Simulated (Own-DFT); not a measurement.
# Response to strain: 2H SiC, 72 atoms (C36Si36)

All numbers below are calculated, not measured. They come from Own-DFT, an in-house plane-wave density functional program, since retired, whose code no person has reviewed. Each row is one single-point run on a periodic cell that was not relaxed, without spin or spin-orbit coupling.

Settings of every run: PBE; PseudoDojo norm-conserving scalar-relativistic files; cutoff 42 hartree; 4 x 4 x 3 k mesh centred on Gamma; Fermi-Dirac smearing of 0.1 eV.

Known limits: forces on such cells passed a denser k mesh, each cell not checked; stress not checked against mesh or cutoff.

Unstrained cell vectors in Å: (9.248, 0.000, 0.000); (-4.624, 8.009, 0.000); (0.000, 0.000, 10.068). The unstrained cell has measured lattice constants (interpolated for alloys), not those of this functional. That, the random moves and any unrelaxed bonds set the pressure at no strain. Each run strains this cell uniformly, with the atoms carried along. Every atom was also moved at random, by a Gaussian of width 0.05 Å on each axis. Strain is the symmetric tensor, in per cent. Stress is positive in tension, and the pressure is minus a third of its trace.

| run | e_xx (%) | e_yy (%) | e_zz (%) | e_yz (%) | e_xz (%) | e_xy (%) | s_xx (GPa) | s_yy (GPa) | s_zz (GPa) | s_yz (GPa) | s_xz (GPa) | s_xy (GPa) | P (GPa) | E (meV/atom) |
|---|---|---|---|---|---|---|---|---|---|---|---|---|---|---|
| 1 | -1.99 | -0.77 | -0.72 | -1.60 | 0.43 | 0.67 | -16.58 | -10.84 | -13.16 | -5.16 | 2.03 | 2.88 | 13.52 | 18.6 |
| 2 | -0.18 | -0.87 | 0.82 | -1.98 | -0.96 | 1.01 | -6.37 | -9.03 | -3.75 | -5.48 | -3.56 | 4.95 | 6.38 | 30.5 |
| 3 | 0.37 | -1.13 | 1.57 | -1.29 | -1.87 | 0.00 | -2.20 | -7.42 | -0.12 | -2.71 | -6.75 | 0.37 | 3.25 | 9.7 |
| 4 | -1.14 | -0.52 | 0.01 | 0.64 | 1.64 | 0.31 | -11.01 | -9.40 | -8.13 | 2.22 | 4.27 | 2.85 | 9.51 | 26.2 |
| 5 | -1.22 | 0.28 | 0.17 | 0.73 | -1.97 | -0.25 | -12.07 | -2.76 | -8.58 | 2.24 | -6.81 | -0.22 | 7.80 | 37.3 |
| 6 | 0.23 | 1.80 | 1.93 | 0.42 | -0.49 | -1.92 | -2.04 | 5.86 | 5.14 | 1.56 | -0.66 | -6.88 | -2.99 | 6.9 |
| 7 | 0.84 | 1.41 | 0.57 | -0.26 | 1.07 | 0.84 | 3.43 | 3.34 | -4.31 | -0.53 | 3.11 | 3.21 | -0.82 | 0.0 |
| 8 | -0.12 | -1.36 | 1.90 | -0.04 | 0.85 | 1.72 | -4.69 | -12.40 | 2.40 | -0.09 | 3.38 | 8.38 | 4.90 | 19.7 |
| 9 | 1.61 | 0.23 | -1.18 | 1.21 | -0.02 | 0.09 | 4.69 | -3.59 | -12.56 | 2.74 | -0.07 | 0.68 | 3.82 | 7.4 |
| 10 | -1.81 | -1.46 | -1.17 | -0.22 | -0.77 | 1.96 | -16.71 | -15.04 | -16.47 | -0.97 | -2.88 | 8.92 | 16.07 | 33.0 |
| 11 | 0.43 | -1.56 | -0.39 | -1.75 | 0.41 | 1.40 | -4.86 | -16.78 | -7.69 | -5.74 | 1.87 | 7.69 | 9.78 | 53.5 |
| 12 | 1.21 | 1.65 | -1.84 | -1.91 | 0.72 | 0.23 | 2.44 | 5.26 | -18.31 | -5.84 | 2.16 | 1.53 | 3.54 | 23.2 |
| 13 | 1.44 | -0.77 | -0.22 | -1.64 | -1.75 | -0.92 | 4.27 | -6.86 | -10.11 | -4.46 | -5.84 | -2.76 | 4.23 | 15.1 |
| 14 | 1.36 | -1.97 | 1.72 | -0.08 | -0.51 | 1.90 | 0.35 | -12.96 | 2.28 | -0.76 | -1.03 | 9.11 | 3.44 | 30.5 |
| 15 | -1.50 | 0.56 | -1.65 | -1.09 | 1.79 | 0.78 | -11.07 | -4.31 | -18.21 | -2.78 | 5.60 | 1.97 | 11.20 | 21.3 |
| 16 | -0.04 | 1.87 | -1.13 | -0.98 | -1.16 | -0.12 | -2.92 | 5.58 | -14.61 | -3.88 | -4.23 | -0.32 | 3.98 | 11.1 |
| 17 | 1.28 | -0.32 | 0.18 | 0.90 | -0.12 | 1.76 | ? | ? | ? | ? | ? | ? | ? | ? |

E is the free energy for each atom above the lowest run shown.

## Worked fit

Each stress component was fitted by least squares to a constant and the strains of the runs shown, as fractions, with shears doubled. Shear strains stay in the fit of a normal stress only where such slopes are resolved. The slopes, in GPa:

| stress | at no strain | per e_xx | per e_yy | per e_zz | scatter |
|---|---|---|---|---|---|
| s_xx | -4.4 | 558 ± 27 | 102 ± 25 | 24 ± 26 | 1.19 |
| s_yy | -4.8 | 81 ± 33 | 569 ± 31 | 69 ± 32 | 1.47 |
| s_zz | -8.0 | 60 ± 27 | 17 ± 25 | 575 ± 26 | 1.18 |

Each shear stress against twice its own strain: yz 139 ± 7, xz 169 ± 9, xy 197 ± 14 GPa. These are stiffnesses along x, y and z of the frame in which the cell vectors are given, which need not be the crystal's axes. The atoms are held to the strained lattice; where symmetry lets them move under strain, relaxing them would lower some slopes. The table should be nearly symmetric about its diagonal, and what it lacks of that shows the noise. A ninth of its sum, 228 ± 4 GPa, estimates the bulk modulus near the mean pressure of these runs, 6.1 GPa, so it lies above the value at zero pressure.

## Withheld run

Question: what normal stresses and pressure should run 17 give?

The fit gives s_xx = 2.5, s_yy = -5.4, s_zz = -6.2 and P = 3.1 GPa. The calculation gave 2.20, -5.80, -5.13 and P = 2.91 GPa.
